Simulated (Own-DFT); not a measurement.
# Which arrangement is lower? C36Si36, 72 atoms

Everything here is calculated. The program is Own-DFT (plane waves, in-house, since retired, never reviewed by a person); positions were held fixed, and spin and spin-orbit coupling were off.

Method: PBE; PseudoDojo norm-conserving scalar-relativistic files; cutoff 42 hartree; 4 x 4 x 3 k mesh centred on Gamma; Fermi-Dirac smearing of 0.1 eV.

Known weak points: forces on such cells passed a denser k mesh, each cell not checked; stress not checked against mesh or cutoff.

All cells hold the same atoms in the same cell, with vectors in Å (9.248, 0.000, 0.000); (-4.624, 8.009, 0.000); (0.000, 0.000, 10.068). Atoms are randomly off their ideal sites, by an rms of u per axis. E is the free energy of the whole cell, counted from the lowest run. The arrangements:

- A: 2H SiC
- B: 4H SiC

| arrangement | u (Å) | E (eV) | P (GPa) |
|---|---|---|---|
| A | 0.0276 | 0.213 | 3.72 |
| A | 0.0289 | 0.498 | 3.84 |
| A | 0.0303 | 0.685 | 3.98 |
| A | 0.0572 | 7.358 | 6.22 |
| A | 0.0606 | 8.630 | 6.48 |
| A | 0.0608 | 7.954 | 6.27 |
| B | 0.0280 | 0.000 | 3.63 |
| B | 0.0284 | 0.223 | 3.73 |
| B | 0.0322 | 0.515 | 3.89 |
| B | 0.0602 | 7.837 | 6.23 |
| B | 0.0605 | 6.910 | 5.72 |
| B | 0.0629 | 8.921 | 6.68 |

Question: which arrangement lies lowest after the energy of the random moves is removed?

## Worked answer

Fit E = a + b u², with one b for all and one a for each arrangement, and with residuals divided by u², since the noise grows with the moves. Then b = 2702 eV/Å², the scatter at u = 0.04 Å is 0.22 eV, and against A:

- B: -0.31 ± 0.09 eV (lower)

The cells share one lattice and weren't relaxed, which can shift such small differences either way.
